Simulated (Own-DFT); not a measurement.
## Calculated data, GaN (wurtzite, strained, atoms displaced), SiC (2H silicon carbide, atoms displaced), GaP (zincblende, strained, atoms displaced)

Computed with Own-DFT development build. A calculation, not a measurement: plane-wave PBE density functional theory by an unreviewed code, no spin, of a simulated periodic cell, stress positive in tension, free energy of the whole cell less one offset for each atom, forces on such cells passed a denser k mesh, this cell's mesh not checked; offsets are fitted by least squares, one for each functional and potential file, so energies compare only between cells with the same atoms and settings and are not formation energies; the far tail of each file's local potential was reset to the Coulomb form; each entry is a single point on an unrelaxed cell, so the pressure reflects the starting lattice, mostly measured values (interpolated for alloys), from which strain is counted, and rises with the displacements; printed positions are rounded, which can move forces by about a meV/angstrom; the program, named Own-DFT, is a retired in-house code; no spin-orbit coupling.

Settings shared by all entries: functional PBE.

```yaml
- entry: 1
  formula: GaN
  kind: "wurtzite, strained, atoms displaced"
  structure:
    cell_angstrom: [[12.756, 0.1276, 0.0], [-4.7006, 8.2374, 0.0], [0.0, 0.0, 10.37]]
    atoms_fractional:
      - [Ga, 0.0814, 0.22545, 0.00817]
      - [Ga, 0.16999, 0.12264, 0.24645]
      - ["N", 0.07979, 0.21851, 0.18487]
      - ["N", 0.16256, 0.10665, 0.43747]
      - [Ga, 0.08144, 0.22993, 0.49524]
      - [Ga, 0.17385, 0.11929, 0.74366]
      - ["N", 0.08198, 0.21987, 0.69352]
      - ["N", 0.16363, 0.11015, 0.93773]
      - [Ga, 0.07977, 0.55378, 0.00039]
      - [Ga, 0.17298, 0.44344, 0.25325]
      - ["N", 0.08621, 0.55105, 0.18364]
      - ["N", 0.16497, 0.43879, 0.44789]
      - [Ga, 0.08451, 0.55699, 0.49417]
      - [Ga, 0.16671, 0.45055, 0.74223]
      - ["N", 0.0827, 0.5612, 0.69134]
      - ["N", 0.16906, 0.44985, 0.94449]
      - [Ga, 0.08299, 0.88223, 0.99806]
      - [Ga, 0.16799, 0.78623, 0.25689]
      - ["N", 0.08917, 0.89425, 0.19234]
      - ["N", 0.17752, 0.78909, 0.43597]
      - [Ga, 0.08831, 0.89224, 0.50087]
      - [Ga, 0.16988, 0.77641, 0.74924]
      - ["N", 0.081, 0.88979, 0.67776]
      - ["N", 0.17214, 0.77361, 0.93632]
      - [Ga, 0.33602, 0.22062, 0.99076]
      - [Ga, 0.41716, 0.1127, 0.24647]
      - ["N", 0.34077, 0.23846, 0.19247]
      - ["N", 0.42058, 0.11311, 0.43503]
      - [Ga, 0.33399, 0.22218, 0.49318]
      - [Ga, 0.41176, 0.10672, 0.76168]
      - ["N", 0.33123, 0.2237, 0.68803]
      - ["N", 0.41123, 0.10069, 0.93823]
      - [Ga, 0.33948, 0.55746, 0.00596]
      - [Ga, 0.42111, 0.44898, 0.25695]
      - ["N", 0.33956, 0.56307, 0.18808]
      - ["N", 0.40888, 0.4421, 0.4384]
      - [Ga, 0.33757, 0.55401, 0.50676]
      - [Ga, 0.41144, 0.43262, 0.74675]
      - ["N", 0.33659, 0.55223, 0.69121]
      - ["N", 0.41777, 0.44599, 0.93652]
      - [Ga, 0.33567, 0.8916, 0.00107]
      - [Ga, 0.41651, 0.78141, 0.23625]
      - ["N", 0.32983, 0.8848, 0.18646]
      - ["N", 0.41332, 0.78037, 0.4407]
      - [Ga, 0.33394, 0.88939, 0.50302]
      - [Ga, 0.41768, 0.77911, 0.74314]
      - ["N", 0.3292, 0.88621, 0.6939]
      - ["N", 0.41715, 0.77444, 0.94478]
      - [Ga, 0.58758, 0.22489, 0.993]
      - [Ga, 0.66569, 0.12217, 0.24]
      - ["N", 0.5776, 0.21398, 0.18508]
      - ["N", 0.66802, 0.10559, 0.44]
      - [Ga, 0.5863, 0.22645, 0.49374]
      - [Ga, 0.66202, 0.10984, 0.74581]
      - ["N", 0.57509, 0.21829, 0.68552]
      - ["N", 0.66607, 0.11092, 0.93813]
      - [Ga, 0.5846, 0.55411, 0.00309]
      - [Ga, 0.66508, 0.4367, 0.24572]
      - ["N", 0.5786, 0.55276, 0.19322]
      - ["N", 0.66912, 0.44068, 0.4407]
      - [Ga, 0.58716, 0.55941, 0.50437]
      - [Ga, 0.66467, 0.45201, 0.73931]
      - ["N", 0.58726, 0.55549, 0.69081]
      - ["N", 0.66915, 0.4385, 0.93723]
      - [Ga, 0.57863, 0.88801, 0.99437]
      - [Ga, 0.66682, 0.79007, 0.24699]
      - ["N", 0.58275, 0.88424, 0.18851]
      - ["N", 0.66797, 0.77872, 0.43676]
      - [Ga, 0.58513, 0.89001, 0.49662]
      - [Ga, 0.66912, 0.77685, 0.75257]
      - ["N", 0.58488, 0.89176, 0.69052]
      - ["N", 0.67073, 0.78623, 0.94038]
      - [Ga, 0.83774, 0.22274, 0.99147]
      - [Ga, 0.91675, 0.1113, 0.25591]
      - ["N", 0.8323, 0.22004, 0.18844]
      - ["N", 0.92426, 0.11412, 0.44486]
      - [Ga, 0.83089, 0.22365, 0.49791]
      - [Ga, 0.91009, 0.11838, 0.74884]
      - ["N", 0.82933, 0.21301, 0.69226]
      - ["N", 0.90718, 0.10154, 0.93381]
      - [Ga, 0.82849, 0.5529, 0.00446]
      - [Ga, 0.91453, 0.44103, 0.24831]
      - ["N", 0.83188, 0.55891, 0.20135]
      - ["N", 0.9169, 0.44396, 0.43769]
      - [Ga, 0.8363, 0.56733, 0.5042]
      - [Ga, 0.91716, 0.4434, 0.75253]
      - ["N", 0.83027, 0.5622, 0.68666]
      - ["N", 0.91892, 0.44237, 0.93821]
      - [Ga, 0.83202, 0.8873, 0.00492]
      - [Ga, 0.92006, 0.77789, 0.25436]
      - ["N", 0.82764, 0.88939, 0.17763]
      - ["N", 0.91581, 0.78167, 0.42773]
      - [Ga, 0.83484, 0.8849, 0.50157]
      - [Ga, 0.91618, 0.76961, 0.73569]
      - ["N", 0.83915, 0.88809, 0.68939]
      - ["N", 0.91494, 0.77075, 0.94185]
  settings:
    potential_files: "PseudoDojo norm-conserving, scalar-relativistic, standard set with the stringent files for Ga"
    "wave_cutoff [hartree]": 96.0
    occupations: Gaussian
    "smearing_width [eV]": 0.01
    k_mesh: "3 x 4 x 3 centred on Gamma"
  results:
    "free_energy_of_cell_above_offsets [eV]": "-4.758"
    "pressure [GPa]": 7.12
    "stress_xx [GPa]": -7.18
    "stress_yy [GPa]": -7.48
    "stress_zz [GPa]": -6.71
    "stress_yz [GPa]": 0.55
    "stress_xz [GPa]": -0.22
    "stress_xy [GPa]": 3.03
    force_element: [Ga, Ga, "N", "N", Ga, Ga, "N", "N", Ga, Ga, "N", "N", Ga, Ga, "N", "N", Ga, Ga, "N", "N", Ga, Ga, "N", "N", Ga, Ga, "N", "N", Ga, Ga, "N", "N", Ga, Ga, "N", "N", Ga, Ga, "N", "N", Ga, Ga, "N", "N", Ga, Ga, "N", "N", Ga, Ga, "N", "N", Ga, Ga, "N", "N", Ga, Ga, "N", "N", Ga, Ga, "N", "N", Ga, Ga, "N", "N", Ga, Ga, "N", "N", Ga, Ga, "N", "N", Ga, Ga, "N", "N", Ga, Ga, "N", "N", Ga, Ga, "N", "N", Ga, Ga, "N", "N", Ga, Ga, "N", "N"]
    "force_x [eV/angstrom]": [0.014, 1.002, -0.253, 0.403, 1.674, -2.088, -0.795, 0.703, 1.132, -0.662, -0.884, 0.612, -0.399, 0.691, -0.306, 0.482, -0.139, 0.834, -1.081, -1.159, -0.617, -1.509, 0.962, -0.978, -1.593, -0.849, -0.3, -0.257, -0.336, 0.378, 1.473, 0.979, -1.229, -0.588, -0.302, 2.08, -1.498, 0.684, -0.827, 0.922, -0.305, 0.422, -0.39, 1.36, 0.516, 0.405, 0.747, -0.451, -0.731, 2.072, -0.588, -0.495, -0.158, -0.083, 0.273, 0.309, -0.321, -0.814, 1.406, -0.409, -0.408, 2.238, -2.914, -1.001, 1.08, 1.771, -1.832, 0.324, -0.77, 0.137, 0.1, -0.236, -1.034, -0.189, -0.214, -2.119, 0.684, 3.941, -2.545, 1.53, 0.983, 0.865, 0.295, -0.145, 0.412, -0.463, 1.047, -1.05, 0.567, -0.607, 1.09, 1.002, -0.682, 0.417, -1.57, 0.155]
    "force_y [eV/angstrom]": [-0.166, -0.99, 0.655, 1.349, -1.982, -1.501, 0.919, -0.057, 0.435, 0.523, 0.53, 2.328, 0.462, -1.163, -0.753, -0.542, 0.447, -1.252, 0.0, -1.523, -0.19, 0.461, -0.099, 0.455, 0.466, -0.608, -1.897, -0.119, -0.697, 0.25, -0.974, 1.677, -0.711, 0.581, -1.31, 0.282, 1.085, 1.925, 0.636, -0.438, -1.833, 0.11, 1.256, -0.692, 0.992, -0.405, 0.681, 0.435, -0.949, -2.183, 1.412, 1.164, -1.37, 0.455, 0.574, 0.017, 0.411, 0.986, 0.78, 1.24, -0.476, -2.42, 0.897, 1.03, 0.343, -1.854, 1.907, -0.122, -0.679, 0.741, -0.864, -1.602, -0.545, -0.54, 0.26, -0.961, -0.297, -2.077, 2.425, 0.818, 0.369, 0.472, -0.897, 0.626, -1.142, 0.041, -2.527, 0.345, 0.016, 1.002, 0.291, -0.209, 0.971, 2.619, 0.213, 0.255]
    "force_z [eV/angstrom]": [-2.967, 0.418, 1.909, -0.311, 2.189, 1.082, -0.961, -0.002, -0.112, -0.418, 1.831, -1.566, 0.59, 1.722, -1.3, -0.933, 0.069, -1.626, -0.761, 1.051, -1.438, 0.503, 2.044, 0.138, 1.575, 0.338, -1.195, 0.166, 0.369, -2.71, -0.927, 0.96, -1.043, -0.679, 0.921, 0.737, -0.639, 1.063, -0.086, -0.246, 0.153, 2.077, 0.073, -0.503, 0.133, 1.279, -0.826, -1.399, 0.432, 1.287, -0.856, -1.066, 0.966, 0.557, 0.331, -0.399, -0.242, 0.917, -0.495, -0.516, -1.109, 1.747, -0.776, -0.536, 0.674, 0.539, -0.92, 0.181, 0.416, 0.095, -0.578, -0.295, 1.221, -0.544, -0.456, -0.953, 0.388, 0.683, -1.564, 0.497, 0.111, 0.006, -1.793, 0.418, -1.685, -0.53, -0.125, 0.031, -2.502, -2.561, 3.659, 2.882, 0.105, 2.782, -0.381, -0.785]
- entry: 2
  formula: SiC
  kind: "2H silicon carbide, atoms displaced"
  structure:
    cell_angstrom: [[9.2481, 0.0, 0.0], [-4.6241, 8.0091, 0.0], [0.0, 0.0, 10.0681]]
    atoms_fractional:
      - [Si, 0.99859, 0.00164, 0.0032]
      - [Si, 0.11587, 0.22804, 0.2516]
      - [C, 0.99013, 0.99723, 0.19388]
      - [C, 0.1199, 0.21612, 0.44718]
      - [Si, 0.99932, 0.98773, 0.4996]
      - [Si, 0.11183, 0.22933, 0.7569]
      - [C, 0.01067, 0.99961, 0.68209]
      - [C, 0.11624, 0.22805, 0.94279]
      - [Si, 0.00219, 0.33718, 0.9971]
      - [Si, 0.09814, 0.54903, 0.24765]
      - [C, 0.01694, 0.34707, 0.17772]
      - [C, 0.09738, 0.55548, 0.4503]
      - [Si, 0.99501, 0.32861, 0.49228]
      - [Si, 0.10539, 0.54841, 0.747]
      - [C, 0.99832, 0.3302, 0.67826]
      - [C, 0.11242, 0.55724, 0.93391]
      - [Si, 0.99243, 0.66292, 0.9995]
      - [Si, 0.11752, 0.88811, 0.25351]
      - [C, 0.00637, 0.67451, 0.19108]
      - [C, 0.12171, 0.90407, 0.42707]
      - [Si, 0.0063, 0.65729, 0.50025]
      - [Si, 0.09988, 0.88598, 0.74984]
      - [C, 0.00398, 0.67062, 0.68284]
      - [C, 0.1225, 0.89024, 0.93007]
      - [Si, 0.336, 0.99437, 0.00662]
      - [Si, 0.45348, 0.23668, 0.25477]
      - [C, 0.32352, 0.98941, 0.18385]
      - [C, 0.4547, 0.24115, 0.43533]
      - [Si, 0.32596, 0.98974, 0.50513]
      - [Si, 0.4415, 0.21198, 0.74251]
      - [C, 0.33235, 0.99521, 0.68444]
      - [C, 0.45282, 0.23075, 0.93288]
      - [Si, 0.33511, 0.33405, 0.9937]
      - [Si, 0.44293, 0.55376, 0.25253]
      - [C, 0.34451, 0.33609, 0.18868]
      - [C, 0.447, 0.5602, 0.43462]
      - [Si, 0.33754, 0.34593, 0.49759]
      - [Si, 0.44975, 0.56347, 0.75174]
      - [C, 0.3334, 0.33373, 0.68517]
      - [C, 0.43456, 0.56561, 0.94891]
      - [Si, 0.32892, 0.66412, 0.99769]
      - [Si, 0.45344, 0.90054, 0.24794]
      - [C, 0.34839, 0.66946, 0.17982]
      - [C, 0.435, 0.88392, 0.43877]
      - [Si, 0.3269, 0.65773, 0.50719]
      - [Si, 0.44573, 0.87196, 0.7511]
      - [C, 0.33213, 0.66531, 0.68844]
      - [C, 0.43234, 0.88411, 0.94027]
      - [Si, 0.67011, 0.01417, 3.0e-05]
      - [Si, 0.76435, 0.20809, 0.23813]
      - [C, 0.65517, 0.98157, 0.18052]
      - [C, 0.77529, 0.22241, 0.44087]
      - [Si, 0.65829, 0.9909, 0.50088]
      - [Si, 0.76487, 0.21723, 0.74821]
      - [C, 0.66832, 0.00787, 0.67739]
      - [C, 0.76563, 0.21367, 0.94662]
      - [Si, 0.66748, 0.33875, 0.9945]
      - [Si, 0.78558, 0.55637, 0.24949]
      - [C, 0.66319, 0.3397, 0.17255]
      - [C, 0.7702, 0.56277, 0.44209]
      - [Si, 0.65505, 0.32604, 0.49037]
      - [Si, 0.78601, 0.56411, 0.74594]
      - [C, 0.66601, 0.33459, 0.68975]
      - [C, 0.77783, 0.56812, 0.9337]
      - [Si, 0.66967, 0.66327, 0.01022]
      - [Si, 0.77423, 0.88207, 0.25663]
      - [C, 0.67148, 0.67763, 0.19358]
      - [C, 0.77983, 0.88332, 0.43669]
      - [Si, 0.66396, 0.65685, 0.50415]
      - [Si, 0.77977, 0.88644, 0.75004]
      - [C, 0.66365, 0.65021, 0.68758]
      - [C, 0.78003, 0.88291, 0.93268]
  settings:
    potential_files: "PseudoDojo norm-conserving, scalar-relativistic, standard set"
    "wave_cutoff [hartree]": 42.0
    occupations: Fermi-Dirac
    "smearing_width [eV]": 0.1
    hardware: "one NVIDIA H100"
    k_mesh: "4 x 4 x 3 centred on Gamma"
  results:
    "free_energy_of_cell_above_offsets [eV]": "-2.402"
    "pressure [GPa]": 6.61
    "stress_xx [GPa]": -6.66
    "stress_yy [GPa]": -4.29
    "stress_zz [GPa]": -8.88
    "stress_yz [GPa]": -1.49
    "stress_xz [GPa]": 0.32
    "stress_xy [GPa]": 1.62
    force_element: [Si, Si, C, C, Si, Si, C, C, Si, Si, C, C, Si, Si, C, C, Si, Si, C, C, Si, Si, C, C, Si, Si, C, C, Si, Si, C, C, Si, Si, C, C, Si, Si, C, C, Si, Si, C, C, Si, Si, C, C, Si, Si, C, C, Si, Si, C, C, Si, Si, C, C, Si, Si, C, C, Si, Si, C, C, Si, Si, C, C]
    "force_x [eV/angstrom]": [0.925, 0.771, 1.594, -2.544, -0.615, 0.93, -2.907, -0.988, -0.097, 2.592, -1.706, 6.152, 0.957, -0.093, -0.799, -1.463, 1.379, -1.988, -0.583, 0.409, -6.879, 3.297, 0.087, -2.102, -1.637, -0.104, 1.685, -2.152, 0.382, -0.626, 0.076, -0.889, 0.698, 0.48, -1.925, -1.003, 0.632, 0.014, -0.031, 4.845, -1.611, -2.152, -2.874, 1.094, -0.133, -2.014, 0.335, 2.897, 0.337, 0.983, 1.593, -0.42, 0.606, 1.465, 0.649, 1.399, -0.57, -1.879, 1.558, 4.496, 3.043, 0.34, -0.067, 1.474, -2.671, -0.021, 1.045, -1.27, -1.949, 0.257, -1.565, -1.148]
    "force_y [eV/angstrom]": [-0.656, -0.916, 0.924, 0.926, 1.768, -0.974, 0.513, -1.109, -0.158, 2.688, -2.917, -3.311, -0.602, 0.575, -0.21, -0.83, 1.736, 0.931, -1.565, -2.79, 4.087, 0.368, -0.653, -0.239, 1.684, -2.084, 2.487, -3.128, 2.074, 1.555, -1.098, -1.594, 1.024, 0.926, -0.193, 0.107, -1.478, -2.374, 0.584, -2.261, 1.722, -3.594, 0.013, -0.118, 1.152, 3.73, -1.525, 0.467, -6.434, 1.808, 2.977, -1.362, 0.748, 1.126, -2.704, 4.437, 0.373, 0.772, -0.433, -2.425, 2.747, -2.175, 0.132, -1.969, 1.587, 1.584, -3.361, 0.056, 2.223, 0.303, 3.064, 1.262]
    "force_z [eV/angstrom]": [-0.308, 0.173, -0.86, -2.235, -0.348, -2.154, 1.192, -0.69, -0.523, 0.849, 1.757, -4.021, 1.054, 0.047, 2.21, 0.008, -0.365, -1.765, -0.993, 2.849, 0.926, -0.138, 0.808, 2.321, -2.424, -1.509, 1.599, -0.031, -1.212, 0.898, 1.068, 0.072, 1.322, -1.384, -0.7, 1.146, 1.044, 1.04, 0.946, -2.879, 1.56, 0.536, 2.353, -0.411, -2.056, 0.336, 0.022, -1.208, -0.311, 1.052, 1.037, -2.416, -1.857, 0.032, 3.041, -2.706, -1.243, 0.666, 3.008, -1.801, 2.778, 0.39, -0.949, 0.233, -0.949, -0.726, -0.546, 1.754, -0.304, -1.283, -0.091, 1.268]
    "wall_time [s]": 363.4
- entry: 3
  formula: GaP
  kind: "zincblende, strained, atoms displaced"
  structure:
    cell_angstrom: [[10.862, 0.0, 0.0], [0.0, 10.862, 0.0], [0.0, 0.0, 10.9439]]
    atoms_fractional:
      - [Ga, 0.01039, 0.99208, 0.01284]
      - [Ga, 0.9963, 0.25898, 0.24508]
      - [Ga, 0.26497, 0.00493, 0.24396]
      - [Ga, 0.23673, 0.23456, 0.00322]
      - [P, 0.11956, 0.12703, 0.12435]
      - [P, 0.11657, 0.36671, 0.37129]
      - [P, 0.38488, 0.12987, 0.37085]
      - [P, 0.36642, 0.37319, 0.12748]
      - [Ga, 0.9978, 0.99088, 0.5033]
      - [Ga, 0.00239, 0.25165, 0.74695]
      - [Ga, 0.24488, 0.99198, 0.74661]
      - [Ga, 0.25099, 0.24963, 0.50546]
      - [P, 0.13051, 0.13377, 0.6228]
      - [P, 0.11521, 0.37543, 0.86217]
      - [P, 0.38307, 0.12635, 0.87192]
      - [P, 0.37713, 0.37616, 0.62364]
      - [Ga, 0.99876, 0.51115, 0.00036]
      - [Ga, 0.97794, 0.7532, 0.26064]
      - [Ga, 0.257, 0.50724, 0.24807]
      - [Ga, 0.25085, 0.74066, 0.99174]
      - [P, 0.11698, 0.61947, 0.12975]
      - [P, 0.12424, 0.87577, 0.37191]
      - [P, 0.36642, 0.61672, 0.37925]
      - [P, 0.37266, 0.87144, 0.13065]
      - [Ga, 0.00676, 0.51487, 0.48842]
      - [Ga, 0.00396, 0.74853, 0.75328]
      - [Ga, 0.24109, 0.49078, 0.76134]
      - [Ga, 0.25952, 0.75325, 0.49585]
      - [P, 0.12461, 0.62336, 0.62533]
      - [P, 0.13881, 0.8778, 0.88617]
      - [P, 0.3737, 0.62419, 0.89211]
      - [P, 0.37942, 0.87508, 0.62927]
      - [Ga, 0.4988, 0.00155, 0.99715]
      - [Ga, 0.50868, 0.24112, 0.25229]
      - [Ga, 0.73834, 0.99878, 0.25081]
      - [Ga, 0.7558, 0.24776, 0.00216]
      - [P, 0.61879, 0.1358, 0.13581]
      - [P, 0.62948, 0.37657, 0.37217]
      - [P, 0.87319, 0.12331, 0.37669]
      - [P, 0.87303, 0.37208, 0.1241]
      - [Ga, 0.49414, 0.99273, 0.49652]
      - [Ga, 0.51549, 0.25445, 0.7576]
      - [Ga, 0.73884, 0.99832, 0.74694]
      - [Ga, 0.73649, 0.24171, 0.50779]
      - [P, 0.62109, 0.13833, 0.62978]
      - [P, 0.6294, 0.38517, 0.87363]
      - [P, 0.8742, 0.12194, 0.88455]
      - [P, 0.87519, 0.37947, 0.62195]
      - [Ga, 0.49348, 0.50163, 0.99403]
      - [Ga, 0.50621, 0.75146, 0.25223]
      - [Ga, 0.75616, 0.4937, 0.24503]
      - [Ga, 0.74845, 0.74989, 0.99808]
      - [P, 0.62985, 0.61175, 0.11602]
      - [P, 0.61973, 0.88248, 0.36797]
      - [P, 0.87639, 0.62616, 0.3759]
      - [P, 0.86932, 0.88177, 0.12243]
      - [Ga, 0.49872, 0.48839, 0.50449]
      - [Ga, 0.49573, 0.75108, 0.75005]
      - [Ga, 0.76035, 0.50687, 0.74659]
      - [Ga, 0.75486, 0.74974, 0.49952]
      - [P, 0.61597, 0.62233, 0.63051]
      - [P, 0.62242, 0.87013, 0.87508]
      - [P, 0.87866, 0.61948, 0.86657]
      - [P, 0.88692, 0.86755, 0.63199]
  settings:
    potential_files: "PseudoDojo norm-conserving, scalar-relativistic, standard set"
    "wave_cutoff [hartree]": 42.0
    occupations: Fermi-Dirac
    "smearing_width [eV]": 0.1
    k_mesh: "3 x 3 x 3 centred on Gamma"
  results:
    "free_energy_of_cell_above_offsets [eV]": "-29.985"
    "pressure [GPa]": 4.29
    "stress_xx [GPa]": -4.39
    "stress_yy [GPa]": -4.46
    "stress_zz [GPa]": -4.01
    "stress_yz [GPa]": -0.19
    "stress_xz [GPa]": 0.8
    "stress_xy [GPa]": -0.01
    force_element: [Ga, Ga, Ga, Ga, P, P, P, P, Ga, Ga, Ga, Ga, P, P, P, P, Ga, Ga, Ga, Ga, P, P, P, P, Ga, Ga, Ga, Ga, P, P, P, P, Ga, Ga, Ga, Ga, P, P, P, P, Ga, Ga, Ga, Ga, P, P, P, P, Ga, Ga, Ga, Ga, P, P, P, P, Ga, Ga, Ga, Ga, P, P, P, P]
    "force_x [eV/angstrom]": [-0.844, -0.34, -1.459, 1.492, 0.014, 1.539, -1.355, 0.813, 0.608, -1.438, 0.675, 0.549, -0.988, -0.023, -1.094, -0.548, -0.083, 1.933, -1.489, -1.001, 0.354, 0.487, 2.091, 0.694, 0.083, 0.972, 1.669, -1.182, 1.076, -1.452, 0.071, -0.709, 0.09, -1.605, 1.278, -1.2, 1.913, -0.327, -0.295, 0.612, 0.379, -1.679, 1.123, 2.266, -0.723, 0.615, 0.689, 0.11, 0.716, -0.682, -0.387, 0.512, -0.292, 0.651, -1.785, -0.388, 0.464, 0.046, -1.167, -0.962, 0.878, -0.114, -0.025, -1.83]
    "force_y [eV/angstrom]": [0.425, -1.367, 0.279, 1.926, -0.746, 1.355, -0.541, -0.649, 1.148, -0.586, 1.485, 0.602, -1.959, -0.707, -0.049, -0.728, -1.552, 0.99, -1.335, 0.84, 1.572, 0.157, 0.864, -0.556, -1.809, -0.171, 1.443, -0.062, 0.592, -0.466, -0.284, -0.095, -0.147, 3.134, 1.311, 0.298, -2.272, -0.313, -0.16, 0.723, 1.241, 0.784, 0.181, 1.668, -3.07, -0.212, -0.717, -0.335, -1.751, -1.421, 0.556, -0.527, 1.213, -1.398, -0.795, -0.835, 1.009, -0.755, -0.926, 0.204, 0.31, 0.435, 1.69, 0.862]
    "force_z [eV/angstrom]": [-1.041, 0.475, 0.722, -1.599, 1.747, 0.642, 1.258, -0.56, -0.44, -0.387, 0.028, -1.316, 0.562, 3.075, -0.077, 1.526, -0.304, -1.618, -0.204, 2.77, 0.219, -0.132, 0.136, -1.354, 0.951, 0.593, -1.512, 0.511, 0.17, -0.984, -3.433, -0.592, 0.89, 0.856, -0.464, -0.052, -3.028, 0.456, 0.042, -0.844, 0.495, 0.187, 0.276, -1.571, -0.13, 0.58, -1.133, -0.764, 1.378, -0.531, 0.533, -0.212, 0.965, 1.639, -0.017, 0.514, -0.937, 0.799, -0.655, 0.513, -0.759, 0.015, 1.394, -0.266]
```
